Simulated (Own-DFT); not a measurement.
# Stretching a layer in its plane: diamond-structure GeSn with randomly placed atoms, 64 atoms (Ge56Sn8)

The numbers are computed, not measured, by runs of the plane-wave DFT program Own-DFT (in-house, retired, unreviewed) at fixed positions, with no spin and no spin-orbit coupling.

Method: PBE; PseudoDojo norm-conserving scalar-relativistic files; cutoff 49 hartree; 3 x 3 x 3 k mesh centred on Gamma; Fermi-Dirac smearing of 0.1 eV.

Keep in mind: forces on such cells moved up to 12 meV/angstrom on a denser k mesh; stress not checked against mesh or cutoff.

Unstrained cell vectors in Å: (11.524, 0.000, 0.000); (0.000, 11.524, 0.000); (0.000, 0.000, 11.524). The unstrained cell has measured lattice constants (interpolated for alloys), not those of this functional. That, the random moves and any unrelaxed bonds set the pressure at no strain. Each run strains x and y alike by e, as a substrate would, and holds the height along z. Each coordinate of each atom was shifted by a normal deviate of width 0.05 Å. The random placing of the alloy's atoms differs from row to row. Stress is positive in tension.

| e (%) | u (Å) | (s_xx + s_yy)/2 (GPa) | s_zz (GPa) |
|---|---|---|---|
| -2.50 | 0.051 | -10.16 | -8.53 |
| -2.25 | 0.052 | -9.46 | -8.07 |
| -2.25 | 0.052 | -9.76 | -8.31 |
| -2.00 | 0.048 | -9.08 | -7.94 |
| -2.00 | 0.046 | -8.86 | -7.60 |
| -0.75 | 0.052 | -6.55 | -5.95 |
| -0.75 | 0.047 | -6.74 | -6.20 |
| 0.75 | 0.053 | -4.11 | -4.59 |
| 0.75 | 0.051 | -3.93 | -4.43 |
| 1.50 | 0.051 | -2.89 | -3.78 |
| 1.50 | 0.050 | -2.71 | -3.53 |
| 2.25 | 0.050 | ? | ? |
| 2.75 | 0.052 | -0.81 | -2.37 |
| 2.75 | 0.046 | -1.02 | -2.34 |

## Analysis

With e as a fraction, the in-plane stress is -5.3 + 176 e - 633 e² GPa (errors 2 and 141, scatter 0.13), and s_zz is -5.3 + 117 e - 447 e² GPa (slope ± 2, scatter 0.15). At e = 0 the first slope is C11 + C12 and the second 2 C12, both with the ions held to the strained lattice and at the cell's own pressure. The term in e² is negative: the layer stiffens under compression and softens under tension. A free layer would change its height as e changes, and the in-plane slope would drop by 2 C12²/C11 to the biaxial modulus. At fixed height, a misfit of 1 % moves the in-plane stress by about 1.8 GPa and s_zz by 1.2 GPa.

## Test on the hidden row

Asked: what are the two stresses at e = 2.25 %?

The fitted form gives -1.6 and -2.9 GPa. The run itself gave -1.69 and -2.77 GPa.
